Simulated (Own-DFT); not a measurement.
# Which defects push the lattice out? zincblende GaAs

Source: density functional calculations with Own-DFT, an unreviewed in-house program that is no longer used. Nothing was measured or relaxed, and spin and spin-orbit coupling are left out.

Method: PBE; PseudoDojo norm-conserving scalar-relativistic files; cutoff 42 hartree; 3 x 3 x 3 k mesh centred on Gamma; Fermi-Dirac smearing of 0.1 eV.

Known weak points (not all hold for every row): not probed for a lower state with spin; forces on such cells failed a check on a denser k mesh; forces not confirmed at this smearing and k mesh; forces on such cells passed a denser k mesh, each cell not checked; stress not checked against mesh or cutoff.

All runs share one cell, with vectors in Å (11.307, 0.000, 0.000); (0.000, 11.307, 0.000); (0.000, 0.000, 11.307) and a volume of 1445.4 Å³. u is the rms random offset of the atoms per axis. The defect's site can differ from row to row.

```
cell,formula,u (Å),P (GPa)
no defect,As32Ga32,0.0201,3.52
no defect,As32Ga32,0.0205,3.53
no defect,As32Ga32,0.0513,4.11
two As vacancies,As30Ga32,0.0277,3.14
two As vacancies,As30Ga32,0.0294,3.23
two As vacancies,As30Ga32,0.0518,3.71
two Ga vacancies,As32Ga30,0.0314,2.91
two Ga vacancies,As32Ga30,0.0326,2.84
two Ga vacancies,As32Ga30,0.0333,3.08
two As on a Ga site each,As34Ga30,0.0264,4.75
two As on a Ga site each,As34Ga30,0.0273,4.78
two As on a Ga site each,As34Ga30,0.0281,4.78
two As on a Ga site each,As34Ga30,0.0297,?
one In on a Ga site,As32Ga31In,0.0311,4.27
one In on a Ga site,As32Ga31In,0.0483,4.68
one In on a Ga site,As32Ga31In,0.0484,4.65
```

## Working it out

P = P0 + c u² + a shift for each defect gives P0 = 3.40 GPa, c = 277 ± 22 GPa/Å² and a scatter of 0.06 GPa. The shifts, and each times the cell's volume:

- two As on a Ga site each: 1.16 ± 0.05 GPa, 10.5 eV (5.2 eV for each of its 2 sites)
- one In on a Ga site: 0.61 ± 0.05 GPa, 5.5 eV
- two As vacancies: -0.44 ± 0.05 GPa, -4.0 eV (-2.0 eV for each of its 2 sites)
- two Ga vacancies: -0.75 ± 0.05 GPa, -6.8 eV (-3.4 eV for each of its 2 sites)

Positive is outwards. The product with the volume (160.2 GPa Å³ to the eV) is nearly free of the cell's size; divided by the bulk modulus at the cell's pressure it gives the volume that the defect adds. The atoms around the defects weren't relaxed, which would change these numbers.

## Prediction

Q: what pressure belongs in the blank (two As on a Ga site each, u = 0.0297 Å)?

The fit gives 4.81 ± 0.07 GPa. DFT gave 4.77 GPa.
